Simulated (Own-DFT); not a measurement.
# Point defects and the pressure they add: wurtzite GaN

Calculated, not measured: single-point runs of Own-DFT, a retired in-house plane-wave DFT program that no person has reviewed, on unrelaxed cells, without spin or spin-orbit coupling.

All runs used: PBE; PseudoDojo norm-conserving scalar-relativistic files; cutoff 42 hartree; 4 x 4 x 3 k mesh centred on Gamma; Fermi-Dirac smearing of 0.1 eV.

Limits (not all hold for every row): not probed for a lower state with spin; forces not confirmed at this smearing and k mesh; stress not checked against mesh or cutoff.

All runs share one cell, with vectors in Å (9.567, 0.000, 0.000); (-4.784, 8.285, 0.000); (0.000, 0.000, 10.370) and a volume of 822.0 Å³. The atoms are randomly displaced, by u rms on each axis. The defect's site can differ from row to row.

```
cell,formula,u (Å),P (GPa)
no defect,Ga36N36,0.0181,5.91
no defect,Ga36N36,0.0193,5.91
no defect,Ga36N36,0.0544,8.29
one N on a Ga site,Ga35N37,0.0311,5.50
one N on a Ga site,Ga35N37,0.0328,5.58
one N on a Ga site,Ga35N37,0.0485,6.76
one N on a Ga site,Ga35N37,0.0510,?
one Ga on an N site,Ga37N35,0.0307,12.01
one Ga on an N site,Ga37N35,0.0481,13.69
one Ga on an N site,Ga37N35,0.0505,13.46
```

## Analysis

P = P0 + c u² + a shift for each defect gives P0 = 5.57 GPa, c = 933 ± 58 GPa/Å² and a scatter of 0.16 GPa. The shifts, and each times the cell's volume:

- one Ga on an N site: 5.68 ± 0.13 GPa, 29.2 eV
- one N on a Ga site: -0.99 ± 0.13 GPa, -5.1 eV

A positive shift means that the defect pushes the cell outwards. Shift times volume (160.2 GPa Å³ is 1 eV) depends little on the cell's size, so, taken for each site, it can be compared between cells at like pressure. The atoms around the defects weren't relaxed, which would change these numbers.

## Test on the hidden row

Asked: what pressure belongs in the blank (one N on a Ga site, u = 0.0510 Å)?

The fitted form gives 7.00 ± 0.19 GPa. Computed: 6.72 GPa.
